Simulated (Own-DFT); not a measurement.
Si3N4 (beta silicon nitride, atoms displaced) (calculated)

Computed with Own-DFT development build. A calculation, not a measurement: plane-wave PBE density functional theory by an unreviewed code, no spin, of a simulated periodic cell, stress positive in tension, free energy of the whole cell less one offset for each atom, forces on such cells passed a denser k mesh, this cell's mesh not checked; offsets are fitted by least squares, one for each functional and potential file, so energies compare only between cells with the same atoms and settings and are not formation energies; the far tail of each file's local potential was reset to the Coulomb form; each entry is a single point on an unrelaxed cell, so the pressure reflects the starting lattice, mostly measured values (interpolated for alloys), from which strain is counted, and rises with the displacements; printed positions are rounded, which can move forces by about a meV/angstrom; the program, named Own-DFT, is a retired in-house code; no spin-orbit coupling.

Settings shared by all entries: functional PBE; potential files PseudoDojo norm-conserving, scalar-relativistic, standard set; wave cutoff 42 hartree; occupations Fermi-Dirac; smearing width 0.1 eV; k mesh 3 x 3 x 3 centred on Gamma.

```json
{"entry": 1, "formula": "Si3N4", "kind": "beta silicon nitride, atoms displaced", "structure": {"cell_angstrom": [[7.606, 0.0, 0.0], [-3.803, 6.587, 0.0], [0.0, 0.0, 8.727]], "atoms_fractional": [["Si", 0.17301, 0.78212, 0.09002], ["Si", 0.25327, 0.41568, 0.08626], ["Si", 0.59564, 0.84729, 0.08217], ["Si", 0.85272, 0.2462, 0.23032], ["Si", 0.76338, 0.59279, 0.22661], ["Si", 0.38389, 0.178, 0.23378], ["N", 0.31165, 0.02194, 0.08878], ["N", 0.98403, 0.31671, 0.08602], ["N", 0.70079, 0.67279, 0.09332], ["N", 0.67437, 0.97339, 0.26919], ["N", 0.05026, 0.72024, 0.25452], ["N", 0.29886, 0.33156, 0.25436], ["N", 0.34433, 0.67167, 0.0574], ["N", 0.65408, 0.32522, 0.24461], ["Si", 0.17756, 0.7872, 0.40666], ["Si", 0.21676, 0.37706, 0.43108], ["Si", 0.58379, 0.83118, 0.41335], ["Si", 0.80299, 0.23569, 0.56251], ["Si", 0.76007, 0.58057, 0.59068], ["Si", 0.42934, 0.19397, 0.57768], ["N", 0.33995, 0.0216, 0.4259], ["N", 0.99499, 0.3021, 0.42465], ["N", 0.71488, 0.66671, 0.42634], ["N", 0.68196, 0.95899, 0.56922], ["N", 0.0306, 0.70753, 0.56874], ["N", 0.2724, 0.33217, 0.58649], ["N", 0.35473, 0.68933, 0.41286], ["N", 0.68263, 0.33783, 0.57996], ["Si", 0.17713, 0.76956, 0.75139], ["Si", 0.21541, 0.3983, 0.74596], ["Si", 0.58403, 0.85092, 0.74029], ["Si", 0.81628, 0.2238, 0.92352], ["Si", 0.75199, 0.57178, 0.91268], ["Si", 0.40612, 0.16167, 0.92947], ["N", 0.33455, 0.01898, 0.74857], ["N", 0.97122, 0.30396, 0.74259], ["N", 0.7066, 0.66734, 0.75615], ["N", 0.6497, 0.97313, 0.90715], ["N", 0.02352, 0.69945, 0.92836], ["N", 0.30368, 0.36007, 0.91163], ["N", 0.34233, 0.67105, 0.74766], ["N", 0.65808, 0.32285, 0.92609]]}, "results": {"free_energy_of_cell_above_offsets [eV]": "10.298", "pressure [GPa]": 16.81, "stress_xx [GPa]": -15.6, "stress_yy [GPa]": -17.2, "stress_zz [GPa]": -17.61, "stress_yz [GPa]": 1.48, "stress_xz [GPa]": -1.75, "stress_xy [GPa]": -4.27, "force_element": ["Si", "Si", "Si", "Si", "Si", "Si", "N", "N", "N", "N", "N", "N", "N", "N", "Si", "Si", "Si", "Si", "Si", "Si", "N", "N", "N", "N", "N", "N", "N", "N", "Si", "Si", "Si", "Si", "Si", "Si", "N", "N", "N", "N", "N", "N", "N", "N"], "force_x [eV/angstrom]": [1.903, -2.33, 1.096, -5.495, 4.423, 5.616, 0.55, 2.369, -4.79, 1.099, -4.461, -1.92, -2.08, 1.987, 3.19, 4.316, 6.52, 13.85, 0.998, -4.048, -0.4, -12.03, -2.574, -0.779, 0.408, 9.426, -6.87, -8.936, -1.281, 0.188, 2.639, 2.68, 0.189, -2.712, 0.265, -5.023, -1.801, 1.246, 0.043, 4.422, -2.352, 0.456], "force_y [eV/angstrom]": [-6.398, 2.358, -3.066, -3.209, -2.067, -0.918, 3.616, 0.443, 3.176, 4.759, -3.027, 0.875, 1.438, 0.569, -4.257, 8.8, -2.908, -5.548, 6.681, -3.853, 7.798, -3.704, 0.062, 5.372, -0.785, -4.065, -6.938, 1.515, -3.135, 3.879, -3.755, 2.908, 4.338, 0.914, 5.027, -2.194, 0.303, 1.459, -0.195, -4.357, -1.263, -0.651], "force_z [eV/angstrom]": [-2.331, -1.213, 1.666, 9.854, 12.17, 5.931, -1.717, -5.89, -8.637, -8.354, -4.051, -0.002, 2.506, -0.954, 5.577, -7.008, 1.667, 1.252, -1.569, 0.977, -1.731, -3.359, -3.562, 3.542, 3.604, 3.939, -0.478, 1.159, -1.627, 2.289, -1.061, -3.158, 1.685, -4.79, 0.935, 1.454, -1.03, 2.931, -1.635, 1.48, -0.361, -0.097]}}
{"entry": 2, "formula": "Si3N4", "kind": "beta silicon nitride, atoms displaced", "structure": {"cell_angstrom": [[7.606, 0.0, 0.0], [-3.803, 6.587, 0.0], [0.0, 0.0, 8.727]], "atoms_fractional": [["Si", 0.16015, 0.7649, 0.08815], ["Si", 0.24257, 0.41955, 0.09111], ["Si", 0.62027, 0.84996, 0.08306], ["Si", 0.8286, 0.23903, 0.25197], ["Si", 0.7737, 0.59293, 0.25781], ["Si", 0.41735, 0.21679, 0.25846], ["N", 0.35966, 0.04289, 0.08878], ["N", 0.98993, 0.30208, 0.07339], ["N", 0.6814, 0.65502, 0.09864], ["N", 0.67759, 0.96996, 0.25301], ["N", 0.0133, 0.68896, 0.25953], ["N", 0.29473, 0.35013, 0.23564], ["N", 0.35907, 0.67433, 0.10254], ["N", 0.68082, 0.33051, 0.24652], ["Si", 0.1663, 0.76312, 0.41723], ["Si", 0.21157, 0.39033, 0.41144], ["Si", 0.58017, 0.8373, 0.42262], ["Si", 0.83019, 0.21843, 0.57525], ["Si", 0.76924, 0.56709, 0.59756], ["Si", 0.41664, 0.18842, 0.58277], ["N", 0.34896, 0.04914, 0.42474], ["N", 0.96941, 0.30574, 0.41818], ["N", 0.71811, 0.67358, 0.42701], ["N", 0.70223, 0.94992, 0.57403], ["N", 0.01402, 0.68708, 0.59264], ["N", 0.29394, 0.33027, 0.57422], ["N", 0.32517, 0.65383, 0.43431], ["N", 0.66776, 0.33392, 0.57292], ["Si", 0.18337, 0.7683, 0.75325], ["Si", 0.20279, 0.39877, 0.75807], ["Si", 0.60546, 0.85415, 0.76614], ["Si", 0.81785, 0.22022, 0.91257], ["Si", 0.78181, 0.63551, 0.91345], ["Si", 0.40661, 0.1962, 0.92498], ["N", 0.33093, 0.04943, 0.75409], ["N", 0.96419, 0.32394, 0.75312], ["N", 0.70575, 0.65569, 0.73465], ["N", 0.68845, 0.98284, 0.9112], ["N", 0.01398, 0.69898, 0.91907], ["N", 0.3296, 0.34592, 0.90819], ["N", 0.3265, 0.64724, 0.7545], ["N", 0.69051, 0.32127, 0.91596]]}, "results": {"free_energy_of_cell_above_offsets [eV]": "8.981", "pressure [GPa]": 14.09, "stress_xx [GPa]": -17.68, "stress_yy [GPa]": -13.21, "stress_zz [GPa]": -11.37, "stress_yz [GPa]": -3.12, "stress_xz [GPa]": -3.4, "stress_xy [GPa]": -1.03, "force_element": ["Si", "Si", "Si", "Si", "Si", "Si", "N", "N", "N", "N", "N", "N", "N", "N", "Si", "Si", "Si", "Si", "Si", "Si", "N", "N", "N", "N", "N", "N", "N", "N", "Si", "Si", "Si", "Si", "Si", "Si", "N", "N", "N", "N", "N", "N", "N", "N"], "force_x [eV/angstrom]": [2.982, -2.236, -1.685, 3.171, -4.492, 2.704, -2.369, -2.562, 1.279, 0.21, 5.648, 5.156, -3.85, -4.861, 0.341, 3.353, 2.383, -2.23, -2.072, -2.488, -0.631, -1.315, -1.817, -1.315, 6.07, -0.555, -1.519, 3.13, -2.041, 6.784, 0.179, 5.435, -2.592, 8.572, 0.958, -0.947, -5.285, 1.097, 6.144, -7.907, 0.092, -10.92], "force_y [eV/angstrom]": [1.699, 2.722, -3.679, -2.105, -1.002, -4.749, -0.796, -1.408, 1.71, 2.506, 2.86, -4.19, 2.211, 2.546, 1.032, 2.985, -5.631, 0.78, 4.662, -0.426, -2.934, -0.8, -0.677, 5.029, 3.026, -0.695, 2.227, -6.158, 0.938, -0.813, -9.082, 5.826, -6.01, -4.852, -2.88, -2.939, 3.949, -3.18, 3.222, 4.501, 6.414, 4.161], "force_z [eV/angstrom]": [0.328, -9.738, 2.405, -2.251, 1.831, -1.233, 0.843, 1.25, -3.562, 0.478, -2.034, 9.515, -1.746, 0.198, 2.663, 1.626, -3.729, 2.572, -5.413, 2.209, -3.019, -1.654, -1.212, 5.991, -0.774, 1.661, -1.163, 0.006, -0.519, -1.781, -9.507, 1.741, 0.892, -0.35, -0.251, -2.202, 7.417, 5.126, 0.757, 1.061, 0.957, 0.614]}}
{"entry": 3, "formula": "Si3N4", "kind": "beta silicon nitride, atoms displaced", "structure": {"cell_angstrom": [[7.606, 0.0, 0.0], [-3.803, 6.587, 0.0], [0.0, 0.0, 8.727]], "atoms_fractional": [["Si", 0.18802, 0.75341, 0.08848], ["Si", 0.22152, 0.40346, 0.07755], ["Si", 0.60744, 0.83214, 0.07225], ["Si", 0.82715, 0.20533, 0.26457], ["Si", 0.74745, 0.57896, 0.24612], ["Si", 0.41885, 0.17932, 0.2507], ["N", 0.33327, 0.99866, 0.07638], ["N", 0.96616, 0.31987, 0.08243], ["N", 0.70042, 0.65903, 0.0723], ["N", 0.69179, 0.97692, 0.2345], ["N", 0.05225, 0.7101, 0.23034], ["N", 0.29078, 0.33381, 0.24335], ["N", 0.33696, 0.66211, 0.06427], ["N", 0.65086, 0.3261, 0.26417], ["Si", 0.18802, 0.77087, 0.40352], ["Si", 0.2389, 0.39936, 0.40967], ["Si", 0.55767, 0.78784, 0.4156], ["Si", 0.83016, 0.22358, 0.59693], ["Si", 0.76412, 0.57352, 0.588], ["Si", 0.4108, 0.19552, 0.57792], ["N", 0.30947, 0.01333, 0.42147], ["N", 0.95623, 0.29531, 0.4246], ["N", 0.72891, 0.69308, 0.41231], ["N", 0.66871, 0.95783, 0.57228], ["N", 0.01547, 0.71017, 0.56627], ["N", 0.29358, 0.31606, 0.57605], ["N", 0.32419, 0.68421, 0.40544], ["N", 0.66777, 0.33051, 0.58336], ["Si", 0.19535, 0.79531, 0.74417], ["Si", 0.22896, 0.40509, 0.75427], ["Si", 0.60386, 0.83147, 0.74449], ["Si", 0.81685, 0.21999, 0.92829], ["Si", 0.74526, 0.58325, 0.91309], ["Si", 0.39424, 0.16508, 0.93276], ["N", 0.33378, 0.02107, 0.7515], ["N", 0.96722, 0.30762, 0.76336], ["N", 0.68529, 0.66311, 0.76104], ["N", 0.65517, 0.96308, 0.93304], ["N", 0.04654, 0.69763, 0.9173], ["N", 0.28729, 0.33739, 0.90194], ["N", 0.32224, 0.68213, 0.74774], ["N", 0.68134, 0.32141, 0.92513]]}, "results": {"free_energy_of_cell_above_offsets [eV]": "9.441", "pressure [GPa]": 16.71, "stress_xx [GPa]": -17.76, "stress_yy [GPa]": -20.59, "stress_zz [GPa]": -11.78, "stress_yz [GPa]": 2.56, "stress_xz [GPa]": -1.85, "stress_xy [GPa]": 3.94, "force_element": ["Si", "Si", "Si", "Si", "Si", "Si", "N", "N", "N", "N", "N", "N", "N", "N", "Si", "Si", "Si", "Si", "Si", "Si", "N", "N", "N", "N", "N", "N", "N", "N", "Si", "Si", "Si", "Si", "Si", "Si", "N", "N", "N", "N", "N", "N", "N", "N"], "force_x [eV/angstrom]": [-2.417, -0.86, -0.375, -1.364, 3.638, -4.996, -0.258, 1.435, -2.647, -1.419, -5.456, 2.697, 4.658, 5.168, -13.67, -4.529, 7.958, -1.319, -0.314, 4.593, 1.143, 3.698, -2.901, -0.029, 3.59, -4.897, 7.214, 0.16, -7.33, -4.135, -3.485, 3.226, 8.131, 1.873, 0.192, 0.54, 0.157, 1.087, -2.933, 5.791, 7.876, -9.487], "force_y [eV/angstrom]": [-0.987, 1.308, -6.674, 6.991, 2.669, -6.333, 7.346, -1.499, 1.131, -7.666, -3.097, -1.659, -0.737, 2.244, 0.406, 0.442, 6.555, -0.347, 5.361, -7.677, 7.402, 1.57, -2.096, 0.949, 0.609, 4.301, -9.55, -2.559, -8.981, 4.11, -0.731, -0.245, -1.442, -0.093, 12.28, -1.582, -0.569, 4.718, -0.286, -4.001, -4.075, 2.493], "force_z [eV/angstrom]": [-6.969, -0.953, 7.048, -2.584, -0.61, -0.295, 2.572, 3.024, 3.818, 1.495, 7.055, -0.738, 1.518, -0.062, 0.561, 1.334, -0.633, -1.205, -0.718, 1.294, -0.966, 0.868, 0.414, 1.445, 1.788, 0.933, 0.321, 0.462, 0.62, -5.845, 1.423, -0.63, 0.56, -3.998, -0.275, -1.639, -4.177, -10.14, -1.606, 7.368, -1.368, -0.507]}}
{"entry": 4, "formula": "Si3N4", "kind": "beta silicon nitride, atoms displaced", "structure": {"cell_angstrom": [[7.606, 0.0, 0.0], [-3.803, 6.587, 0.0], [0.0, 0.0, 8.727]], "atoms_fractional": [["Si", 0.17823, 0.79233, 0.08234], ["Si", 0.22098, 0.41341, 0.0663], ["Si", 0.5631, 0.79756, 0.07079], ["Si", 0.81614, 0.23722, 0.26729], ["Si", 0.75718, 0.57513, 0.27337], ["Si", 0.3971, 0.17941, 0.25473], ["N", 0.33234, 0.03181, 0.09594], ["N", 0.99574, 0.30642, 0.09334], ["N", 0.69948, 0.66507, 0.07321], ["N", 0.61886, 0.96315, 0.25698], ["N", 0.04646, 0.70009, 0.25499], ["N", 0.3255, 0.35669, 0.22091], ["N", 0.33773, 0.68169, 0.10147], ["N", 0.64015, 0.30011, 0.23824], ["Si", 0.16282, 0.7559, 0.42771], ["Si", 0.24661, 0.41544, 0.40891], ["Si", 0.58867, 0.81533, 0.41279], ["Si", 0.83423, 0.23234, 0.57898], ["Si", 0.74643, 0.55883, 0.58678], ["Si", 0.40457, 0.16094, 0.57323], ["N", 0.32304, 0.03439, 0.4145], ["N", 0.96096, 0.29604, 0.42174], ["N", 0.68481, 0.66798, 0.40996], ["N", 0.67727, 0.99203, 0.58753], ["N", 0.0258, 0.72837, 0.59175], ["N", 0.31567, 0.35647, 0.58584], ["N", 0.32081, 0.6576, 0.4228], ["N", 0.67364, 0.32285, 0.58899], ["Si", 0.19744, 0.76489, 0.74093], ["Si", 0.2306, 0.42139, 0.73898], ["Si", 0.60927, 0.85564, 0.7542], ["Si", 0.8324, 0.24302, 0.92839], ["Si", 0.75172, 0.55619, 0.92488], ["Si", 0.37474, 0.16741, 0.90822], ["N", 0.33816, 0.03839, 0.75555], ["N", 0.97639, 0.30972, 0.74323], ["N", 0.68965, 0.68491, 0.73082], ["N", 0.6469, 0.95318, 0.92809], ["N", 0.02043, 0.67825, 0.92401], ["N", 0.29159, 0.32884, 0.90786], ["N", 0.32116, 0.661, 0.72689], ["N", 0.67417, 0.33771, 0.90841]]}, "results": {"free_energy_of_cell_above_offsets [eV]": "8.604", "pressure [GPa]": 15.06, "stress_xx [GPa]": -16.49, "stress_yy [GPa]": -21.08, "stress_zz [GPa]": -7.61, "stress_yz [GPa]": -1.79, "stress_xz [GPa]": 2.43, "stress_xy [GPa]": 1.68, "force_element": ["Si", "Si", "Si", "Si", "Si", "Si", "N", "N", "N", "N", "N", "N", "N", "N", "Si", "Si", "Si", "Si", "Si", "Si", "N", "N", "N", "N", "N", "N", "N", "N", "Si", "Si", "Si", "Si", "Si", "Si", "N", "N", "N", "N", "N", "N", "N", "N"], "force_x [eV/angstrom]": [-0.235, 7.583, 7.808, 1.723, 1.598, -2.107, -1.273, -11.11, -0.55, 3.302, -4.089, -0.759, -7.077, 2.53, -0.023, -0.621, -3.614, 0.189, -1.997, -1.115, -0.584, 3.794, 2.942, -0.753, 0.432, 2.861, 0.787, -2.386, -10.78, 1.774, 0.605, 1.239, -1.954, 3.332, 0.372, -1.36, 2.347, 0.533, 1.863, -1.799, 7.03, -0.463], "force_y [eV/angstrom]": [-5.291, 4.819, 3.835, -3.952, 0.88, -1.809, 3.217, -5.592, -0.31, 0.952, -1.927, -0.696, -6.203, 6.888, 1.668, -2.096, 3.276, 0.796, 8.213, 2.987, -1.997, 2.143, -2.5, -5.112, -1.845, -3.228, 2.401, -1.762, 3.021, -3.323, -3.441, -1.533, 14.16, 1.066, -3.316, -1.181, -2.751, 5.57, 1.641, 1.845, 2.338, -11.85], "force_z [eV/angstrom]": [0.479, 1.051, 4.121, -3.462, -7.178, -1.728, -3.867, 0.603, 2.919, -1.154, 0.413, 4.656, -1.581, 1.403, -1.261, -0.729, 1.018, 3.244, 1.394, 3.829, -0.033, -2.28, 2.947, -1.193, -0.869, -3.108, 0.299, -1.044, 3.066, 1.317, -2.495, -1.147, -0.865, 4.793, -4.105, 2.2, 2.12, -2.279, -1.3, -0.92, 1.1, -0.375]}}
{"entry": 5, "formula": "Si3N4", "kind": "beta silicon nitride, atoms displaced", "structure": {"cell_angstrom": [[7.606, 0.0, 0.0], [-3.803, 6.587, 0.0], [0.0, 0.0, 8.727]], "atoms_fractional": [["Si", 0.18377, 0.77642, 0.07257], ["Si", 0.23776, 0.41359, 0.09122], ["Si", 0.62244, 0.85222, 0.08479], ["Si", 0.82199, 0.21615, 0.23189], ["Si", 0.77105, 0.6162, 0.24677], ["Si", 0.42075, 0.19127, 0.26986], ["N", 0.35286, 0.03815, 0.07995], ["N", 0.95874, 0.30049, 0.07075], ["N", 0.68265, 0.67442, 0.09175], ["N", 0.6726, 0.96539, 0.25191], ["N", 0.02348, 0.67756, 0.24437], ["N", 0.34126, 0.33973, 0.24555], ["N", 0.32261, 0.67911, 0.06391], ["N", 0.68598, 0.35561, 0.24323], ["Si", 0.1819, 0.76885, 0.4329], ["Si", 0.22631, 0.40466, 0.43461], ["Si", 0.61813, 0.86186, 0.41288], ["Si", 0.82196, 0.2203, 0.57359], ["Si", 0.76967, 0.62517, 0.60162], ["Si", 0.39873, 0.16381, 0.58674], ["N", 0.33615, 0.03865, 0.40586], ["N", 0.97188, 0.28184, 0.42144], ["N", 0.7043, 0.66156, 0.41982], ["N", 0.64254, 0.93228, 0.5803], ["N", 0.0131, 0.67695, 0.59019], ["N", 0.29921, 0.29563, 0.58273], ["N", 0.33689, 0.67112, 0.41589], ["N", 0.64997, 0.33836, 0.58222], ["Si", 0.1553, 0.7826, 0.72626], ["Si", 0.24113, 0.41963, 0.75223], ["Si", 0.59582, 0.82262, 0.78107], ["Si", 0.81444, 0.23258, 0.90443], ["Si", 0.75853, 0.57896, 0.91329], ["Si", 0.39995, 0.14653, 0.93387], ["N", 0.33271, 0.04243, 0.74778], ["N", 0.9937, 0.2818, 0.76693], ["N", 0.6972, 0.65579, 0.76687], ["N", 0.6907, 0.00516, 0.92097], ["N", 0.03023, 0.70692, 0.90936], ["N", 0.29685, 0.34624, 0.91844], ["N", 0.32424, 0.66492, 0.76207], ["N", 0.64538, 0.3087, 0.90716]]}, "results": {"free_energy_of_cell_above_offsets [eV]": "12.028", "pressure [GPa]": 15.7, "stress_xx [GPa]": -11.27, "stress_yy [GPa]": -14.36, "stress_zz [GPa]": -21.48, "stress_yz [GPa]": 4.67, "stress_xz [GPa]": -0.71, "stress_xy [GPa]": 1.99, "force_element": ["Si", "Si", "Si", "Si", "Si", "Si", "N", "N", "N", "N", "N", "N", "N", "N", "Si", "Si", "Si", "Si", "Si", "Si", "N", "N", "N", "N", "N", "N", "N", "N", "Si", "Si", "Si", "Si", "Si", "Si", "N", "N", "N", "N", "N", "N", "N", "N"], "force_x [eV/angstrom]": [-4.761, -0.262, -4.536, -1.478, 3.319, 5.721, -0.58, 2.443, 2.527, -0.167, 1.171, -9.606, 7.716, 0.176, -1.636, 3.773, 0.351, -2.255, 0.473, 5.407, 0.055, -0.723, -2.786, 0.833, -0.88, -9.547, 0.933, 4.437, 5.929, 2.344, -2.482, 3.693, 2.851, -3.931, -0.367, -5.52, -5.265, -0.307, -1.917, 3.964, 0.221, 0.669], "force_y [eV/angstrom]": [0.337, 0.519, -2.749, 6.1, -2.774, 0.175, -5.857, 0.352, -0.863, 3.269, 3.147, 4.87, -1.621, -3.86, -0.512, 0.347, -10.34, 0.508, -5.63, 0.183, -5.658, -0.589, 3.723, 6.103, -0.213, 7.215, -0.825, 0.044, 1.634, -2.411, -1.007, 8.887, -1.921, 7.981, -4.699, -1.718, 4.177, -12.17, -0.315, -2.021, 3.518, 4.66], "force_z [eV/angstrom]": [2.437, -1.903, -2.169, 2.166, 1.7, -6.056, 10.26, 1.939, -3.238, -2.532, 0.645, 0.362, 1.729, 0.384, -5.792, -2.072, 0.328, 4.046, -6.387, -2.011, 6.19, -2.817, 1.032, 7.609, -5.172, 0.204, 0.397, 0.208, 10.24, 0.224, -4.284, 0.007, 6.231, -10.62, 2.143, -4.245, -1.622, 0.744, -0.586, 1.692, -1.473, 0.068]}}
```
